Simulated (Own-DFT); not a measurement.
# Response to strain: 2H SiC, 72 atoms (C36Si36)

All numbers below are calculated, not measured. They come from Own-DFT, an in-house plane-wave density functional program, since retired, whose code no person has reviewed. Each row is one single-point run on a periodic cell that was not relaxed, without spin or spin-orbit coupling.

Settings of every run: PBE; PseudoDojo norm-conserving scalar-relativistic files; cutoff 42 hartree; 4 x 4 x 3 k mesh centred on Gamma; Fermi-Dirac smearing of 0.1 eV.

Known limits: forces on such cells passed a denser k mesh, each cell not checked; stress not checked against mesh or cutoff.

Unstrained cell vectors in Å: (9.248, 0.000, 0.000); (-4.624, 8.009, 0.000); (0.000, 0.000, 10.068). The unstrained cell has measured lattice constants (interpolated for alloys), not those of this functional. That, the random moves and any unrelaxed bonds set the pressure at no strain. Each run strains this cell uniformly, with the atoms carried along. Every atom was also moved at random, by a Gaussian of width 0.05 Å on each axis. Strain is the symmetric tensor, in per cent. Stress is positive in tension, and the pressure is minus a third of its trace.

| run | e_xx (%) | e_yy (%) | e_zz (%) | e_yz (%) | e_xz (%) | e_xy (%) | s_xx (GPa) | s_yy (GPa) | s_zz (GPa) | s_yz (GPa) | s_xz (GPa) | s_xy (GPa) | P (GPa) | E (meV/atom) |
|---|---|---|---|---|---|---|---|---|---|---|---|---|---|---|
| 1 | -0.05 | 0.73 | -0.33 | 1.80 | 1.77 | 0.01 | -4.43 | -0.89 | -8.75 | 6.04 | 6.24 | -0.71 | 4.69 | 19.9 |
| 2 | 1.41 | -0.76 | 0.02 | 1.85 | 0.08 | 0.58 | 3.14 | -9.05 | -8.06 | 6.51 | -0.23 | 3.07 | 4.66 | 26.6 |
| 3 | 1.82 | 1.36 | 1.23 | -0.75 | -1.74 | -0.11 | 6.77 | 5.24 | -0.33 | -2.66 | -5.33 | -1.12 | -3.89 | 6.3 |
| 4 | -1.13 | 0.02 | -0.03 | 0.32 | 0.66 | 1.72 | -12.21 | -5.67 | -9.69 | 1.45 | 1.96 | 10.27 | 9.19 | 35.4 |
| 5 | 1.28 | 0.62 | 0.81 | 0.60 | 0.72 | -0.89 | 2.86 | 0.61 | -1.69 | 1.56 | 2.17 | -4.17 | -0.59 | 0.0 |
| 6 | 0.58 | 1.23 | -1.33 | -0.26 | -1.22 | -1.95 | -0.15 | 1.21 | -17.51 | -0.39 | -4.22 | -7.60 | 5.48 | 54.0 |
| 7 | 1.11 | -0.78 | -0.84 | -0.24 | 0.89 | -1.06 | 3.73 | -9.39 | -14.76 | -0.61 | 2.25 | -4.59 | 6.81 | 11.1 |
| 8 | 0.67 | -1.53 | -0.12 | -0.44 | -1.08 | 0.73 | -2.93 | -12.61 | -8.66 | -1.88 | -3.99 | 2.68 | 8.07 | 19.8 |
| 9 | -1.34 | -1.46 | 1.66 | 1.62 | 1.09 | 1.91 | -13.82 | -12.85 | 0.96 | 5.47 | 4.56 | 8.30 | 8.57 | 46.5 |
| 10 | 1.76 | -1.98 | -1.33 | 0.36 | 1.99 | 0.47 | 3.50 | -15.47 | -16.28 | 0.88 | 7.33 | 2.00 | 9.42 | 22.7 |
| 11 | -1.42 | -0.73 | -0.76 | 1.60 | 0.72 | 0.11 | -14.16 | -9.57 | -13.12 | 5.25 | 2.24 | 0.55 | 12.29 | 16.3 |
| 12 | -0.49 | -1.18 | -1.47 | -0.83 | 0.74 | 1.74 | -10.56 | -12.93 | -16.91 | -3.90 | 2.70 | 9.52 | 13.47 | 29.5 |
| 13 | 0.06 | 1.32 | -0.68 | -1.36 | 0.74 | 0.88 | -3.67 | 2.17 | -11.36 | -4.51 | 2.02 | 5.65 | 4.29 | 17.8 |
| 14 | -0.74 | -0.69 | -1.31 | -0.58 | -0.45 | 1.33 | -12.17 | -10.44 | -14.04 | -2.72 | -2.17 | 7.37 | 12.22 | 29.2 |
| 15 | -0.03 | 1.32 | 1.60 | 1.31 | 1.76 | 1.28 | -1.48 | 2.81 | 0.66 | 3.54 | 5.37 | 6.14 | -0.66 | 14.1 |
| 16 | 1.22 | 1.11 | -1.36 | 0.20 | 1.72 | -0.45 | 2.69 | 1.56 | -16.37 | 0.30 | 4.26 | -2.96 | 4.04 | 41.6 |
| 17 | 0.65 | -1.18 | -1.45 | 1.68 | -0.90 | 0.09 | ? | ? | ? | ? | ? | ? | ? | ? |

E is the free energy for each atom above the lowest run shown.

## Worked fit

Each stress component was fitted by least squares to a constant and the strains of the runs shown, as fractions, with shears doubled. Shear strains stay in the fit of a normal stress only where such slopes are resolved. The slopes, in GPa:

| stress | at no strain | per e_xx | per e_yy | per e_zz | scatter |
|---|---|---|---|---|---|
| s_xx | -4.9 | 617 ± 30 | 96 ± 28 | 44 ± 30 | 1.24 |
| s_yy | -4.9 | 68 ± 13 | 559 ± 12 | 66 ± 13 | 0.52 |
| s_zz | -8.2 | 8 ± 28 | 11 ± 27 | 594 ± 29 | 1.17 |

Each shear stress against twice its own strain: yz 175 ± 9, xz 167 ± 10, xy 243 ± 18 GPa. These are stiffnesses along x, y and z of the frame in which the cell vectors are given, which need not be the crystal's axes. The atoms are held to the strained lattice; where symmetry lets them move under strain, relaxing them would lower some slopes. The table should be nearly symmetric about its diagonal, and what it lacks of that shows the noise. A ninth of its sum, 229 ± 4 GPa, estimates the bulk modulus near the mean pressure of these runs, 6.1 GPa, so it lies above the value at zero pressure.

## Withheld run

Question: what normal stresses and pressure should run 17 give?

The fit gives s_xx = -2.7, s_yy = -12.0, s_zz = -16.9 and P = 10.5 GPa. The calculation gave -2.26, -11.09, -16.53 and P = 9.96 GPa.
